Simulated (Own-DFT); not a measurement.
## Calculated data, Si$_{3}$N$_{4}$ (beta silicon nitride, atoms displaced)

All values are calculated (Own-DFT development build). A calculation, not a measurement: plane-wave PBE density functional theory by an unreviewed code, no spin, of a simulated periodic cell, stress positive in tension, free energy of the whole cell less one offset for each atom, forces on such cells passed a denser k mesh, this cell's mesh not checked; offsets are fitted by least squares, one for each functional and potential file, so energies compare only between cells with the same atoms and settings and are not formation energies; the far tail of each file's local potential was reset to the Coulomb form; each entry is a single point on an unrelaxed cell, so the pressure reflects the starting lattice, mostly measured values (interpolated for alloys), from which strain is counted, and rises with the displacements; printed positions are rounded, which can move forces by about a meV/angstrom; the program, named Own-DFT, is a retired in-house code; no spin-orbit coupling.

Settings shared by all entries: functional PBE; potential files PseudoDojo norm-conserving, scalar-relativistic, standard set; wave cutoff 42 hartree; occupations Fermi-Dirac; smearing width 0.1 eV; k mesh 3 x 3 x 3 centred on Gamma.

(1) 
```cif
# cell vector a (Å): 7.6060 0.0000 0.0000
# cell vector b (Å): -3.8030 6.5870 0.0000
# cell vector c (Å): 0.0000 0.0000 8.7270
data_Si3N4
_symmetry_space_group_name_H-M 'P 1'
_symmetry_Int_Tables_number 1
_cell_length_a 7.6060
_cell_length_b 7.6060
_cell_length_c 8.7270
_cell_angle_alpha 90.000
_cell_angle_beta 90.000
_cell_angle_gamma 120.000
_cell_volume 437.23
loop_
_atom_site_label
_atom_site_type_symbol
_atom_site_fract_x
_atom_site_fract_y
_atom_site_fract_z
_atom_site_occupancy
Si1 Si 0.19611 0.79124 0.09664 1
Si2 Si 0.22565 0.41996 0.09280 1
Si3 Si 0.59772 0.82840 0.09291 1
Si4 Si 0.83507 0.24861 0.25061 1
Si5 Si 0.76514 0.62236 0.23314 1
Si6 Si 0.38573 0.16062 0.22977 1
N1 N 0.36308 0.04154 0.06713 1
N2 N 0.94665 0.31813 0.07059 1
N3 N 0.69164 0.66364 0.08102 1
N4 N 0.65937 0.97404 0.25640 1
N5 N 0.02554 0.69690 0.25409 1
N6 N 0.31808 0.34321 0.26919 1
N7 N 0.34351 0.67855 0.08376 1
N8 N 0.67242 0.34629 0.25619 1
Si7 Si 0.18109 0.79727 0.40808 1
Si8 Si 0.22805 0.41504 0.42391 1
Si9 Si 0.58865 0.82695 0.43139 1
Si10 Si 0.82646 0.23845 0.58083 1
Si11 Si 0.77325 0.59154 0.57910 1
Si12 Si 0.41362 0.18111 0.59977 1
N9 N 0.35918 0.04726 0.41172 1
N10 N 0.99503 0.31699 0.41149 1
N11 N 0.67562 0.64770 0.39490 1
N12 N 0.65595 0.95109 0.58254 1
N13 N 0.05722 0.70090 0.57347 1
N14 N 0.29462 0.32048 0.56696 1
N15 N 0.31964 0.65704 0.40181 1
N16 N 0.65854 0.32305 0.58420 1
Si13 Si 0.15353 0.76278 0.77186 1
Si14 Si 0.24326 0.39619 0.74915 1
Si15 Si 0.59758 0.83388 0.74893 1
Si16 Si 0.81763 0.20738 0.91624 1
Si17 Si 0.77706 0.60973 0.91743 1
Si18 Si 0.38547 0.15632 0.91095 1
N17 N 0.31291 0.03873 0.76601 1
N18 N 0.97160 0.30909 0.75469 1
N19 N 0.71360 0.66775 0.73733 1
N20 N 0.67113 0.97689 0.91957 1
N21 N 0.01862 0.68606 0.90704 1
N22 N 0.28891 0.30714 0.91422 1
N23 N 0.35033 0.67320 0.77198 1
N24 N 0.67041 0.33803 0.91547 1
_calc_free_energy_of_cell_above_offsets '7.794'  # eV
_calc_pressure 13.12  # GPa
_calc_stress_xx -8.76  # GPa
_calc_stress_yy -10.66  # GPa
_calc_stress_zz -19.93  # GPa
_calc_stress_yz -0.08  # GPa
_calc_stress_xz 1.97  # GPa
_calc_stress_xy -2.17  # GPa
```

Force:
```
element  x (eV/Å)  y (eV/Å)  z (eV/Å)
     Si    -0.963     -3.83    -1.599
     Si     0.914    -2.508    -0.743
     Si     -0.46     1.616    -0.616
     Si    -2.708    -0.473    -0.161
     Si      5.82    -6.512     5.928
     Si     3.321     6.239     5.855
      N    -1.107    -4.297     3.706
      N     5.653      1.43     4.003
      N    -3.163     3.075    -5.753
      N     1.444      0.75     0.161
      N     0.074      2.29    -2.749
      N    -2.025    -0.937    -5.287
      N    -1.466    -0.625     0.168
      N    -0.646    -0.285     -1.16
     Si     2.773    -2.036     1.698
     Si     5.294     1.059    -1.634
     Si    -0.901    -4.704    -7.886
     Si     1.982      -0.2     0.245
     Si     1.555    -0.222    -3.585
     Si    -2.218    -1.786    -3.517
      N    -1.272    -1.416     0.332
      N    -8.388    -4.799     0.837
      N    -0.895     2.931     6.009
      N     0.581     6.583     3.158
      N    -3.941    -0.855     3.215
      N     0.888    -0.058     5.356
      N     0.556     5.175     1.012
      N     2.298     2.415     0.203
     Si     7.871     2.939    -11.31
     Si    -2.723      1.66    -0.358
     Si     1.495    -2.425     2.068
     Si    -2.327     8.851    -2.174
     Si    -1.417    -5.604    -1.967
     Si     4.133     10.09     4.133
      N     0.191    -7.025    -9.406
      N     0.975    -0.949    -2.041
      N    -2.755     2.305     2.713
      N      0.23     -7.35     0.023
      N    -1.568      0.09     10.05
      N     -3.05      2.55     2.564
      N    -2.565     -1.96    -0.887
      N     -1.49    -1.193    -0.608
```

(2) 
```cif
# cell vector a (Å): 7.6060 0.0000 0.0000
# cell vector b (Å): -3.8030 6.5870 0.0000
# cell vector c (Å): 0.0000 0.0000 8.7270
data_Si3N4
_symmetry_space_group_name_H-M 'P 1'
_symmetry_Int_Tables_number 1
_cell_length_a 7.6060
_cell_length_b 7.6060
_cell_length_c 8.7270
_cell_angle_alpha 90.000
_cell_angle_beta 90.000
_cell_angle_gamma 120.000
_cell_volume 437.23
loop_
_atom_site_label
_atom_site_type_symbol
_atom_site_fract_x
_atom_site_fract_y
_atom_site_fract_z
_atom_site_occupancy
Si1 Si 0.18912 0.75361 0.09504 1
Si2 Si 0.20221 0.40014 0.07892 1
Si3 Si 0.58161 0.81936 0.08255 1
Si4 Si 0.81905 0.24383 0.26002 1
Si5 Si 0.76190 0.61444 0.24590 1
Si6 Si 0.42231 0.18687 0.26266 1
N1 N 0.34684 0.02941 0.07020 1
N2 N 0.96859 0.34164 0.09679 1
N3 N 0.71944 0.66420 0.08375 1
N4 N 0.66242 0.97012 0.25901 1
N5 N 0.02802 0.69569 0.24932 1
N6 N 0.29075 0.35940 0.25596 1
N7 N 0.31072 0.64532 0.08984 1
N8 N 0.66103 0.34163 0.24320 1
Si7 Si 0.17997 0.77185 0.43200 1
Si8 Si 0.23964 0.38679 0.42037 1
Si9 Si 0.60428 0.84366 0.42702 1
Si10 Si 0.81722 0.19724 0.58075 1
Si11 Si 0.77534 0.61079 0.56099 1
Si12 Si 0.39290 0.14518 0.59001 1
N9 N 0.37060 0.04975 0.40936 1
N10 N 0.98738 0.32473 0.43077 1
N11 N 0.70450 0.67349 0.41315 1
N12 N 0.64811 0.94738 0.58956 1
N13 N 0.04099 0.71342 0.56583 1
N14 N 0.28151 0.33041 0.58242 1
N15 N 0.32138 0.65383 0.41738 1
N16 N 0.65999 0.33105 0.58199 1
Si13 Si 0.18449 0.77589 0.75048 1
Si14 Si 0.22567 0.38263 0.74895 1
Si15 Si 0.60312 0.83281 0.76211 1
Si16 Si 0.82997 0.23811 0.92082 1
Si17 Si 0.75537 0.55739 0.92709 1
Si18 Si 0.39657 0.15901 0.91239 1
N17 N 0.35473 0.05593 0.74758 1
N18 N 0.98812 0.32282 0.74928 1
N19 N 0.69947 0.66317 0.75609 1
N20 N 0.67486 0.97465 0.90843 1
N21 N 0.04811 0.71328 0.91236 1
N22 N 0.29574 0.34286 0.92003 1
N23 N 0.33936 0.66859 0.75152 1
N24 N 0.69273 0.32532 0.91647 1
_calc_free_energy_of_cell_above_offsets '10.918'  # eV
_calc_pressure 16.84  # GPa
_calc_stress_xx -14.42  # GPa
_calc_stress_yy -7.32  # GPa
_calc_stress_zz -28.79  # GPa
_calc_stress_yz 3.86  # GPa
_calc_stress_xz 2.43  # GPa
_calc_stress_xy 2.65  # GPa
```

Force:
```
element  x (eV/Å)  y (eV/Å)  z (eV/Å)
     Si    -9.693     4.725    -2.099
     Si      4.51    -1.184     2.034
     Si     0.899    -0.239     0.231
     Si     1.331     0.827     1.011
     Si      6.38    -3.095     3.557
     Si        -4     0.863    -6.256
      N    -0.113    -1.385       4.6
      N     -2.19    -3.854    -1.515
      N     -6.56      3.23    -4.484
      N     0.776     1.282    -2.425
      N    -0.179     1.303     1.796
      N     6.211      -4.8    -6.898
      N     9.022     2.436    -0.735
      N     1.658     2.678     0.422
     Si     5.699     0.704    -11.27
     Si    -6.623     5.356     1.424
     Si    -2.448    -6.964    -4.331
     Si    -1.181     7.116     1.375
     Si     2.779     -4.66     8.431
     Si     0.673     9.665    -8.406
      N    -1.672     -5.79     4.581
      N    -3.171    -3.792    -1.694
      N    -4.213     3.065    -2.397
      N     1.094     3.553     2.424
      N     -5.59    -0.922     9.717
      N     6.403    -4.723      2.56
      N     2.482      3.03     0.621
      N     1.367    -0.243    -0.318
     Si     0.317    -2.089    -0.061
     Si    -0.875     5.366     0.369
     Si     0.127    -6.694      -2.7
     Si     8.347    -2.189    -0.734
     Si     1.295      7.01     -3.89
     Si     0.226     4.816     3.103
      N    -0.638    -7.839     4.169
      N    -4.116    -4.051     0.624
      N     0.561     0.104    -1.027
      N     0.388     1.781      5.67
      N     -1.73     -1.27      1.73
      N      3.32    -3.097     0.874
      N     0.239     0.388     0.272
      N    -11.11    -0.418    -0.358
```

(3) 
```cif
# cell vector a (Å): 7.6060 0.0000 0.0000
# cell vector b (Å): -3.8030 6.5870 0.0000
# cell vector c (Å): 0.0000 0.0000 8.7270
data_Si3N4
_symmetry_space_group_name_H-M 'P 1'
_symmetry_Int_Tables_number 1
_cell_length_a 7.6060
_cell_length_b 7.6060
_cell_length_c 8.7270
_cell_angle_alpha 90.000
_cell_angle_beta 90.000
_cell_angle_gamma 120.000
_cell_volume 437.23
loop_
_atom_site_label
_atom_site_type_symbol
_atom_site_fract_x
_atom_site_fract_y
_atom_site_fract_z
_atom_site_occupancy
Si1 Si 0.19852 0.78986 0.09232 1
Si2 Si 0.22998 0.37891 0.08531 1
Si3 Si 0.59765 0.82004 0.08435 1
Si4 Si 0.81695 0.24433 0.23395 1
Si5 Si 0.76286 0.59449 0.26761 1
Si6 Si 0.38138 0.16657 0.25099 1
N1 N 0.34139 0.02689 0.10294 1
N2 N 0.00411 0.32368 0.07809 1
N3 N 0.70697 0.65268 0.09227 1
N4 N 0.65886 0.94891 0.25308 1
N5 N 0.05080 0.68620 0.24300 1
N6 N 0.27553 0.32180 0.24525 1
N7 N 0.35862 0.68111 0.08824 1
N8 N 0.65879 0.33463 0.24461 1
Si7 Si 0.16465 0.77150 0.43251 1
Si8 Si 0.22543 0.39350 0.40655 1
Si9 Si 0.59483 0.84322 0.41594 1
Si10 Si 0.84181 0.24662 0.56833 1
Si11 Si 0.73461 0.57703 0.59207 1
Si12 Si 0.42019 0.19513 0.57089 1
N9 N 0.33097 0.02695 0.40519 1
N10 N 0.95618 0.27852 0.42609 1
N11 N 0.72970 0.67111 0.41149 1
N12 N 0.69027 0.98286 0.56945 1
N13 N 0.06385 0.74416 0.58570 1
N14 N 0.31529 0.32450 0.58815 1
N15 N 0.34690 0.67193 0.39557 1
N16 N 0.67668 0.33879 0.59670 1
Si13 Si 0.15156 0.75985 0.76159 1
Si14 Si 0.19943 0.39390 0.74425 1
Si15 Si 0.58444 0.80674 0.76722 1
Si16 Si 0.81550 0.22295 0.90451 1
Si17 Si 0.77411 0.59786 0.92191 1
Si18 Si 0.40235 0.19010 0.92466 1
N17 N 0.33944 0.04808 0.74622 1
N18 N 0.94653 0.27563 0.74333 1
N19 N 0.69729 0.66334 0.74724 1
N20 N 0.67008 0.94526 0.91160 1
N21 N 0.04292 0.72696 0.91537 1
N22 N 0.28448 0.32997 0.91798 1
N23 N 0.34866 0.66347 0.74916 1
N24 N 0.70662 0.35339 0.88829 1
_calc_free_energy_of_cell_above_offsets '11.911'  # eV
_calc_pressure 19.21  # GPa
_calc_stress_xx -16.51  # GPa
_calc_stress_yy -10.54  # GPa
_calc_stress_zz -30.58  # GPa
_calc_stress_yz -3.79  # GPa
_calc_stress_xz 8.72  # GPa
_calc_stress_xy 0.9  # GPa
```

Force:
```
element  x (eV/Å)  y (eV/Å)  z (eV/Å)
     Si      1.22     -6.89    -1.805
     Si    -0.763     7.898    -2.727
     Si     2.862    -0.142     0.931
     Si     3.223    -1.979     1.397
     Si     7.387    -3.104    -10.85
     Si     2.469     2.575     1.681
      N    -0.314     5.324    -5.451
      N    -9.966    -4.483    -0.491
      N    -2.451     1.755    -1.106
      N     1.398     6.693    -4.755
      N    -4.007    -0.841     3.716
      N     5.071    -3.228     2.981
      N    -3.998    -4.216    -1.258
      N     -1.58    -0.765     0.419
     Si      5.96     0.071    -9.549
     Si    -1.968     3.674     4.107
     Si     1.015    -3.113     2.206
     Si    -7.251    -4.952     8.676
     Si     3.012     2.193    -3.984
     Si     4.225    -6.795     2.153
      N    -0.176     1.661     3.005
      N     6.805       4.3    -11.67
      N    -6.611     3.926     10.78
      N    -0.852    -1.134      3.63
      N    -6.013    -4.489     6.214
      N    -7.546     4.528    -1.656
      N    -2.021    -3.042     2.535
      N     0.571    -0.725    -2.052
     Si      6.91     5.408    -5.788
     Si     4.436     1.698     0.353
     Si     1.759     1.548    -7.115
     Si     3.539    -2.398      2.83
     Si     1.416       0.7    -0.407
     Si      2.73    -2.241    -3.567
      N      0.14    -1.115     2.061
      N     3.049      1.88    -0.722
      N    -0.581     0.881     3.974
      N     0.607     6.395     4.717
      N    -2.841    -1.424     6.454
      N     2.333    -1.256    -2.202
      N    -7.036    -4.094    -0.318
      N    -6.163    -0.679     2.653
```
